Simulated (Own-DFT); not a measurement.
# What a defect does to the pressure of its cell: wurtzite GaN

Calculated, not measured: single-point runs of Own-DFT, a retired in-house plane-wave DFT program that no person has reviewed, on unrelaxed cells, without spin or spin-orbit coupling.

All runs used: PBE; PseudoDojo norm-conserving scalar-relativistic files; cutoff 42 hartree; 4 x 4 x 3 k mesh centred on Gamma; Fermi-Dirac smearing of 0.1 eV.

Known weak points (not all hold for every row): not probed for a lower state with spin; forces not confirmed at this smearing and k mesh; stress not checked against mesh or cutoff.

All runs share one cell, with vectors in Å (9.567, 0.000, 0.000); (-4.784, 8.285, 0.000); (0.000, 0.000, 10.370) and a volume of 822.0 Å³. The atoms are randomly displaced, by u rms on each axis. The defect's site can differ from row to row.

| cell | formula | u (Å) | P (GPa) |
|---|---|---|---|
| no defect | Ga36N36 | 0.0199 | 5.94 |
| no defect | Ga36N36 | 0.0209 | 6.00 |
| no defect | Ga36N36 | 0.0495 | 7.96 |
| one N on a Ga site | Ga35N37 | 0.0306 | 5.38 |
| one N on a Ga site | Ga35N37 | 0.0320 | 5.67 |
| one N on a Ga site | Ga35N37 | 0.0498 | ? |
| one N on a Ga site | Ga35N37 | 0.0562 | 7.17 |
| one Ga on an N site | Ga37N35 | 0.0309 | 12.22 |
| one Ga on an N site | Ga37N35 | 0.0455 | 12.82 |
| one Ga on an N site | Ga37N35 | 0.0509 | 13.59 |

## Fit

P = P0 + c u² + a shift for each defect gives P0 = 5.71 GPa, c = 848 ± 69 GPa/Å² and a scatter of 0.19 GPa. The shifts, and each times the cell's volume:

- one Ga on an N site: 5.58 ± 0.16 GPa, 28.6 eV
- one N on a Ga site: -1.08 ± 0.16 GPa, -5.5 eV

Positive is outwards. The product with the volume (160.2 GPa Å³ to the eV) is nearly free of the cell's size; divided by the bulk modulus at the cell's pressure it gives the volume that the defect adds. The atoms around the defects weren't relaxed, which would change these numbers.

## Prediction

The question: what pressure belongs in the blank (one N on a Ga site, u = 0.0498 Å)?

The fitted form gives 6.73 ± 0.22 GPa. The calculation gave 6.56 GPa.
